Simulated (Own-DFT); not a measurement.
GaP (zincblende, atoms displaced) (calculated)

A calculation, not a measurement: plane-wave PBE density functional theory by an unreviewed code, no spin, of a simulated periodic cell, stress positive in tension, free energy of the whole cell less one offset for each atom, forces on such cells passed a denser k mesh, this cell's mesh not checked; offsets are fitted by least squares, one for each functional and potential file, so energies compare only between cells with the same atoms and settings and are not formation energies; the far tail of each file's local potential was reset to the Coulomb form; each entry is a single point on an unrelaxed cell, so the pressure reflects the starting lattice, mostly measured values (interpolated for alloys), from which strain is counted, and rises with the displacements; printed positions are rounded, which can move forces by about a meV/angstrom; the program, named Own-DFT, is a retired in-house code; no spin-orbit coupling; before rounding, a Quantum ESPRESSO 7.3.1 run of the same cell and cutoff gave forces within 1 meV/angstrom rms on each cell, which checks the program and not the settings. Program: Own-DFT development build.

Settings shared by all entries: functional PBE; potential files PseudoDojo norm-conserving, scalar-relativistic, standard set; wave cutoff 42 hartree; occupations Fermi-Dirac; smearing width 0.1 eV; k mesh 2 x 3 x 3 centred on Gamma.

(1) GaP (zincblende, atoms displaced)

```cif
# cell vector a (Å): 16.3515 0.0000 0.0000
# cell vector b (Å): 0.0000 10.9010 0.0000
# cell vector c (Å): 0.0000 0.0000 10.9010
data_GaP
_symmetry_space_group_name_H-M 'P 1'
_symmetry_Int_Tables_number 1
_cell_length_a 16.3515
_cell_length_b 10.9010
_cell_length_c 10.9010
_cell_angle_alpha 90.000
_cell_angle_beta 90.000
_cell_angle_gamma 90.000
_cell_volume 1943.08
loop_
_atom_site_label
_atom_site_type_symbol
_atom_site_fract_x
_atom_site_fract_y
_atom_site_fract_z
_atom_site_occupancy
Ga1 Ga 0.99947 0.00018 0.00167 1
Ga2 Ga 0.00039 0.25005 0.25061 1
Ga3 Ga 0.16773 0.99863 0.24949 1
Ga4 Ga 0.16647 0.24961 0.99672 1
P1 P 0.08429 0.12197 0.12582 1
P2 P 0.08150 0.37593 0.37724 1
P3 P 0.25119 0.12647 0.37176 1
P4 P 0.25000 0.37628 0.12354 1
Ga5 Ga 0.00122 0.00307 0.49659 1
Ga6 Ga 0.99875 0.24947 0.75524 1
Ga7 Ga 0.16765 0.99970 0.75251 1
Ga8 Ga 0.16531 0.24954 0.49748 1
P5 P 0.08507 0.12622 0.62730 1
P6 P 0.08288 0.37496 0.87394 1
P7 P 0.24759 0.12580 0.87348 1
P8 P 0.25001 0.37590 0.62755 1
Ga9 Ga 0.00132 0.49986 0.99932 1
Ga10 Ga 0.99979 0.75294 0.24762 1
Ga11 Ga 0.16482 0.49847 0.25026 1
Ga12 Ga 0.16816 0.74857 0.00010 1
P9 P 0.08232 0.62408 0.12592 1
P10 P 0.08233 0.87654 0.37491 1
P11 P 0.24938 0.62609 0.37690 1
P12 P 0.24877 0.87350 0.12179 1
Ga13 Ga 0.00174 0.49902 0.50015 1
Ga14 Ga 0.00175 0.75233 0.75194 1
Ga15 Ga 0.16754 0.50089 0.75139 1
Ga16 Ga 0.16965 0.75193 0.49882 1
P13 P 0.08406 0.62488 0.62519 1
P14 P 0.08093 0.87546 0.87543 1
P15 P 0.25003 0.62553 0.87515 1
P16 P 0.25111 0.87197 0.62345 1
Ga17 Ga 0.33242 0.00016 0.99997 1
Ga18 Ga 0.33147 0.25135 0.24670 1
Ga19 Ga 0.50028 0.00160 0.24977 1
Ga20 Ga 0.50083 0.25097 0.99930 1
P17 P 0.41607 0.12554 0.12454 1
P18 P 0.41649 0.37421 0.37209 1
P19 P 0.58151 0.12463 0.37657 1
P20 P 0.58250 0.37581 0.12582 1
Ga21 Ga 0.33153 0.00324 0.49606 1
Ga22 Ga 0.33438 0.24715 0.74719 1
Ga23 Ga 0.50054 0.00139 0.74988 1
Ga24 Ga 0.50112 0.25111 0.49852 1
P21 P 0.41651 0.12360 0.62784 1
P22 P 0.41685 0.37812 0.87795 1
P23 P 0.58334 0.12559 0.87445 1
P24 P 0.58505 0.37423 0.62427 1
Ga25 Ga 0.33362 0.50071 0.99883 1
Ga26 Ga 0.33283 0.74925 0.24980 1
Ga27 Ga 0.49855 0.49692 0.24740 1
Ga28 Ga 0.49855 0.75310 0.00088 1
P25 P 0.41764 0.62571 0.12747 1
P26 P 0.41564 0.87720 0.37605 1
P27 P 0.58492 0.62671 0.37651 1
P28 P 0.58371 0.87204 0.12444 1
Ga29 Ga 0.33110 0.50129 0.49995 1
Ga30 Ga 0.33478 0.75065 0.75173 1
Ga31 Ga 0.49772 0.49572 0.75020 1
Ga32 Ga 0.50043 0.75010 0.50052 1
P29 P 0.41646 0.62627 0.62560 1
P30 P 0.41618 0.87359 0.87429 1
P31 P 0.58268 0.62269 0.87597 1
P32 P 0.58215 0.87671 0.62594 1
Ga33 Ga 0.66724 0.99932 0.99883 1
Ga34 Ga 0.66662 0.25122 0.25237 1
Ga35 Ga 0.83440 0.00106 0.25244 1
Ga36 Ga 0.83385 0.24745 0.00093 1
P33 P 0.75117 0.12429 0.12437 1
P34 P 0.74779 0.37908 0.37164 1
P35 P 0.91817 0.12500 0.37535 1
P36 P 0.91599 0.37455 0.12554 1
Ga37 Ga 0.66662 0.99861 0.49806 1
Ga38 Ga 0.66670 0.25087 0.74855 1
Ga39 Ga 0.83320 0.00022 0.75096 1
Ga40 Ga 0.83449 0.25056 0.49899 1
P37 P 0.74939 0.12200 0.62591 1
P38 P 0.74909 0.37646 0.87277 1
P39 P 0.91656 0.12459 0.87426 1
P40 P 0.91417 0.37467 0.62374 1
Ga41 Ga 0.66612 0.50039 0.99924 1
Ga42 Ga 0.66672 0.75254 0.24859 1
Ga43 Ga 0.83193 0.50083 0.25139 1
Ga44 Ga 0.83239 0.75150 0.00164 1
P41 P 0.74668 0.62526 0.12849 1
P42 P 0.74849 0.87521 0.37522 1
P43 P 0.91562 0.62665 0.37579 1
P44 P 0.91594 0.87342 0.12562 1
Ga45 Ga 0.66496 0.50188 0.49820 1
Ga46 Ga 0.66685 0.75200 0.74800 1
Ga47 Ga 0.83382 0.49893 0.74948 1
Ga48 Ga 0.83384 0.74690 0.50001 1
P45 P 0.75090 0.62746 0.62244 1
P46 P 0.75018 0.87524 0.87437 1
P47 P 0.91515 0.62433 0.87506 1
P48 P 0.91903 0.87610 0.62392 1
```

```
free energy of cell above offsets : -53.591 eV
pressure                          : 2.72 GPa
stress xx                         : -2.71 GPa
stress yy                         : -2.73 GPa
stress zz                         : -2.72 GPa
stress yz                         : -0.21 GPa
stress xz                         : -0.04 GPa
stress xy                         : 0.14 GPa
```

Force:
```csv
element,x (eV/Å),y (eV/Å),z (eV/Å)
Ga,-0.115,-0.036,-0.024
Ga,-0.004,-0.024,-0.223
Ga,-0.052,-0.092,0.056
Ga,-0.182,0.075,0.407
P,-0.049,0.466,-0.094
P,0.312,-0.259,-0.386
P,-0.467,0.091,0.074
P,-0.297,-0.013,-0.105
Ga,0.089,-0.09,0.649
Ga,0.063,0.144,-0.749
Ga,-0.206,-0.382,-0.417
Ga,0.312,0.111,0.34
P,-0.323,-0.077,-0.114
P,0.118,0.127,0.126
P,0.683,-0.062,0.136
P,-0.042,-0.264,-0.391
Ga,-0.401,-0.016,0.049
Ga,-0.016,-0.352,0.342
Ga,0.205,0.162,0.104
Ga,-0.602,0,-0.137
P,0.207,0.179,-0.096
P,0.405,-0.202,-0.086
P,-0.058,-0.239,-0.562
P,0.319,0.095,0.405
Ga,-0.574,0.358,0.276
Ga,-0.428,-0.422,-0.303
Ga,-0.18,-0.02,-0.135
Ga,-0.727,-0.124,0.113
P,0.116,0.186,-0.01
P,0.66,0.034,0.317
P,0.138,-0.006,-0.036
P,0.051,0.642,0.334
Ga,0.029,0.068,-0.168
Ga,0.355,0.006,0.032
Ga,-0.103,-0.272,-0.114
Ga,-0.111,-0.059,0.124
P,0.058,-0.001,-0.137
P,-0.3,0.064,0.399
P,0.445,0.017,-0.224
P,0.303,-0.256,-0.172
Ga,0.238,-0.224,0.516
Ga,-0.142,0.449,0.502
Ga,-0.101,-0.182,0.215
Ga,-0.368,-0.009,0.3
P,0.138,0.101,-0.701
P,-0.273,-0.754,-0.319
P,0.079,0.037,0.072
P,-0.393,0.174,-0.037
Ga,-0.003,0.302,0.327
Ga,0.024,0.169,0.076
Ga,0.35,0.464,0.456
Ga,0.202,-0.503,-0.147
P,-0.284,-0.001,-0.327
P,0.161,-0.194,-0.207
P,-0.617,-0.046,-0.513
P,-0.159,0.665,-0.017
Ga,0.42,-0.167,0.099
Ga,-0.204,-0.198,-0.249
Ga,0.428,0.446,-0.198
Ga,-0.122,0.071,-0.033
P,0.035,-0.294,-0.094
P,0.094,0.524,0.148
P,-0.141,0.413,-0.315
P,0.162,-0.068,-0.168
Ga,-0.096,0.032,0.13
Ga,-0.149,-0.264,-0.325
Ga,-0.185,-0.171,-0.098
Ga,-0.142,0.399,-0.248
P,-0.316,0.009,0.283
P,0.338,-0.49,0.63
P,-0.229,0.224,-0.11
P,0.103,0.129,-0.022
Ga,-0.178,0.122,0.272
Ga,0.118,-0.212,0.083
Ga,0.189,-0.225,-0.272
Ga,-0.616,-0.104,-0.114
P,0.124,0.358,-0.302
P,0.215,-0.271,0.367
P,-0.076,-0.156,0.348
P,0.678,-0.02,0.208
Ga,0.002,-0.057,0.121
Ga,-0.123,-0.171,0.359
Ga,0.236,0.15,-0.248
Ga,-0.192,-0.416,-0.03
P,0.544,-0.027,-0.488
P,0.482,-0.068,-0.054
P,0.485,-0.283,-0.273
P,-0.06,0.403,-0.064
Ga,0.34,0.023,0.301
Ga,-0.151,-0.322,0.182
Ga,-0.263,0.28,-0.105
Ga,0.045,0.695,0.04
P,-0.285,-0.435,0.369
P,0.007,-0.046,0.04
P,0.29,0.181,0.068
P,-0.291,-0.001,-0.035
```

(2) GaP (zincblende, atoms displaced)

```cif
# cell vector a (Å): 16.3515 0.0000 0.0000
# cell vector b (Å): 0.0000 10.9010 0.0000
# cell vector c (Å): 0.0000 0.0000 10.9010
data_GaP
_symmetry_space_group_name_H-M 'P 1'
_symmetry_Int_Tables_number 1
_cell_length_a 16.3515
_cell_length_b 10.9010
_cell_length_c 10.9010
_cell_angle_alpha 90.000
_cell_angle_beta 90.000
_cell_angle_gamma 90.000
_cell_volume 1943.08
loop_
_atom_site_label
_atom_site_type_symbol
_atom_site_fract_x
_atom_site_fract_y
_atom_site_fract_z
_atom_site_occupancy
Ga1 Ga 0.99943 0.99994 0.00141 1
Ga2 Ga 0.99765 0.25056 0.25016 1
Ga3 Ga 0.16695 0.99718 0.25255 1
Ga4 Ga 0.16920 0.24906 0.99913 1
P1 P 0.08378 0.12503 0.12436 1
P2 P 0.08529 0.37519 0.37636 1
P3 P 0.25011 0.12421 0.37608 1
P4 P 0.25035 0.37591 0.12317 1
Ga5 Ga 0.99916 0.99988 0.50103 1
Ga6 Ga 0.00159 0.25244 0.74769 1
Ga7 Ga 0.16783 0.99995 0.75124 1
Ga8 Ga 0.16622 0.24556 0.50091 1
P5 P 0.08233 0.12331 0.62277 1
P6 P 0.08182 0.37563 0.87545 1
P7 P 0.24818 0.12700 0.87099 1
P8 P 0.24990 0.37338 0.62536 1
Ga9 Ga 0.00018 0.50117 0.99962 1
Ga10 Ga 0.99990 0.75255 0.25065 1
Ga11 Ga 0.16903 0.50139 0.25065 1
Ga12 Ga 0.16381 0.74851 0.00119 1
P9 P 0.08449 0.62436 0.12309 1
P10 P 0.08388 0.87574 0.37283 1
P11 P 0.25129 0.62262 0.37585 1
P12 P 0.25171 0.87533 0.12582 1
Ga13 Ga 0.00305 0.49954 0.50278 1
Ga14 Ga 0.00067 0.74749 0.74703 1
Ga15 Ga 0.16665 0.49969 0.75159 1
Ga16 Ga 0.16550 0.75147 0.50204 1
P13 P 0.08477 0.62793 0.62370 1
P14 P 0.08501 0.87582 0.87396 1
P15 P 0.25180 0.62658 0.87572 1
P16 P 0.25009 0.87406 0.62411 1
Ga17 Ga 0.33144 0.99929 0.99962 1
Ga18 Ga 0.33350 0.24848 0.24958 1
Ga19 Ga 0.50088 0.99853 0.24971 1
Ga20 Ga 0.49888 0.24856 0.00029 1
P17 P 0.41553 0.12503 0.12680 1
P18 P 0.41527 0.37163 0.37635 1
P19 P 0.58184 0.12606 0.37498 1
P20 P 0.58626 0.37940 0.12825 1
Ga21 Ga 0.33291 0.00464 0.50078 1
Ga22 Ga 0.33334 0.24635 0.74851 1
Ga23 Ga 0.49951 0.00220 0.75185 1
Ga24 Ga 0.49828 0.25067 0.49899 1
P21 P 0.41638 0.12512 0.62459 1
P22 P 0.41667 0.37340 0.87517 1
P23 P 0.58360 0.12260 0.87542 1
P24 P 0.58338 0.37466 0.62509 1
Ga25 Ga 0.33201 0.50130 0.00091 1
Ga26 Ga 0.33581 0.75100 0.25084 1
Ga27 Ga 0.49939 0.50080 0.24996 1
Ga28 Ga 0.50156 0.75245 0.00116 1
P25 P 0.41710 0.62650 0.12460 1
P26 P 0.41681 0.87353 0.37431 1
P27 P 0.58286 0.62589 0.37731 1
P28 P 0.58183 0.87687 0.12380 1
Ga29 Ga 0.33279 0.50231 0.49977 1
Ga30 Ga 0.33058 0.75071 0.74839 1
Ga31 Ga 0.50113 0.50216 0.74894 1
Ga32 Ga 0.50145 0.75322 0.49905 1
P29 P 0.41791 0.62536 0.62605 1
P30 P 0.41637 0.87307 0.87609 1
P31 P 0.58204 0.62159 0.88022 1
P32 P 0.58205 0.87863 0.62713 1
Ga33 Ga 0.66529 0.99903 0.99965 1
Ga34 Ga 0.66668 0.24864 0.24847 1
Ga35 Ga 0.83457 0.00168 0.25203 1
Ga36 Ga 0.83162 0.24952 0.00204 1
P33 P 0.75170 0.12293 0.12544 1
P34 P 0.74848 0.37493 0.37606 1
P35 P 0.91564 0.12387 0.37807 1
P36 P 0.91663 0.37496 0.12605 1
Ga37 Ga 0.66709 0.99917 0.49834 1
Ga38 Ga 0.66651 0.24916 0.75045 1
Ga39 Ga 0.83311 0.99979 0.75083 1
Ga40 Ga 0.83318 0.24969 0.50113 1
P37 P 0.74944 0.12645 0.62515 1
P38 P 0.74851 0.37720 0.87538 1
P39 P 0.91862 0.12469 0.87581 1
P40 P 0.91729 0.37472 0.62761 1
Ga41 Ga 0.66675 0.49804 0.00158 1
Ga42 Ga 0.66790 0.74900 0.24815 1
Ga43 Ga 0.83387 0.50066 0.24852 1
Ga44 Ga 0.83470 0.75124 0.00046 1
P41 P 0.74780 0.62553 0.12580 1
P42 P 0.75119 0.87720 0.37318 1
P43 P 0.91459 0.62676 0.37523 1
P44 P 0.91641 0.87522 0.12585 1
Ga45 Ga 0.66694 0.50103 0.50045 1
Ga46 Ga 0.66508 0.74843 0.74885 1
Ga47 Ga 0.83365 0.49782 0.74926 1
Ga48 Ga 0.83402 0.75137 0.49857 1
P45 P 0.74996 0.62731 0.62398 1
P46 P 0.74976 0.87517 0.87496 1
P47 P 0.91852 0.62510 0.87674 1
P48 P 0.91606 0.87531 0.62146 1
```

```
stress xx : withheld
stress yy : withheld
```

## Withheld values
1. Estimate the stress xx of GaP (zincblende, atoms displaced) (entry 2).
2. GaP (zincblende, atoms displaced) (entry 2): stress yy?

Answers
1. -2.7 GPa
2. -2.71 GPa

Further results for GaP (zincblende, atoms displaced) (entry 2):

```
free energy of cell above offsets : -53.621 eV
pressure                          : 2.71 GPa
stress zz                         : -2.72 GPa
stress yz                         : 0 GPa
stress xz                         : 0.04 GPa
stress xy                         : 0.03 GPa
```

Force:
```csv
element,x (eV/Å),y (eV/Å),z (eV/Å)
Ga,0.258,-0.097,-0.132
Ga,0.462,-0.112,0.223
Ga,0.163,0.367,-0.439
Ga,-0.538,0.22,0.039
P,0.066,0.028,0.27
P,-0.219,-0.136,-0.251
P,-0.128,0.094,-0.263
P,0.015,-0.185,0.312
Ga,0.156,-0.133,-0.276
Ga,-0.104,-0.404,0.282
Ga,-0.264,-0.075,-0.39
Ga,0.127,0.387,-0.03
P,0.161,-0.045,0.407
P,0.408,-0.087,0.074
P,0.449,-0.332,0.398
P,-0.057,0.095,-0.054
Ga,-0.004,-0.224,0.2
Ga,0.003,-0.424,-0.127
Ga,-0.266,-0.195,-0.106
Ga,0.686,0.334,-0.196
P,-0.361,-0.069,0.621
P,-0.226,-0.108,0.504
P,-0.194,0.75,-0.072
P,-0.468,-0.298,0.02
Ga,-0.446,0.126,-0.32
Ga,-0.104,0.472,0.239
Ga,0.145,0.056,-0.028
Ga,0.333,-0.041,-0.56
P,-0.018,-0.471,0.293
P,-0.487,-0.138,0.063
P,-0.568,-0.095,0.005
P,-0.047,0.429,-0.076
Ga,0.212,0.236,-0.167
Ga,-0.222,0.172,0.033
Ga,-0.317,0.211,0.136
Ga,0.335,0.277,0.237
P,0.15,-0.267,-0.261
P,0.025,0.568,-0.263
P,0.213,-0.151,-0.028
P,-0.676,-0.708,-0.257
Ga,0.172,-0.642,-0.131
Ga,0.082,0.535,0.096
Ga,-0.26,-0.226,0.022
Ga,0.268,-0.012,0.208
P,0.222,-0.047,0.093
P,-0.101,0.207,-0.135
P,-0.064,0.447,0.093
P,-0.038,0.003,-0.046
Ga,0.477,-0.102,-0.182
Ga,-0.346,-0.249,-0.065
Ga,-0.067,-0.054,0.26
Ga,-0.329,-0.274,-0.12
P,0.025,-0.126,-0.018
P,0.01,0.515,0.316
P,0.146,0.028,-0.299
P,0.497,-0.22,0.282
Ga,0.27,-0.422,0.325
Ga,0.607,-0.115,0.101
Ga,-0.198,-0.383,0.24
Ga,-0.192,-0.14,0.284
P,-0.208,0.255,-0.224
P,-0.122,0.243,-0.22
P,0.282,0.404,-0.445
P,0.236,-0.209,-0.179
Ga,0.361,0.021,0.071
Ga,0.091,0.001,0.199
Ga,-0.004,-0.123,-0.178
Ga,0.294,0.095,-0.362
P,-0.45,0.004,-0.01
P,0.373,-0.021,-0.167
P,0.236,0.275,-0.191
P,-0.097,0.144,-0.279
Ga,-0.127,0.193,0.118
Ga,-0.104,0.1,0.034
Ga,0.098,0.138,-0.064
Ga,-0.105,0.251,0
P,0.089,-0.256,0.038
P,0.256,-0.359,-0.02
P,-0.306,0.253,-0.171
P,-0.015,0.071,-0.468
Ga,0.07,0.297,-0.059
Ga,-0.431,0.322,0.337
Ga,-0.322,-0.057,0.238
Ga,-0.325,-0.157,-0.015
P,0.646,-0.102,-0.38
P,-0.246,-0.278,0.051
P,0.661,-0.347,0.013
P,0.067,0.132,0.049
Ga,-0.077,-0.059,0.046
Ga,-0.067,0.038,0.338
Ga,-0.084,0.452,0.189
Ga,-0.305,0.018,0.012
P,0.161,-0.202,0.11
P,-0.055,-0.208,-0.023
P,-0.382,0.026,-0.333
P,0.078,-0.105,0.562
```
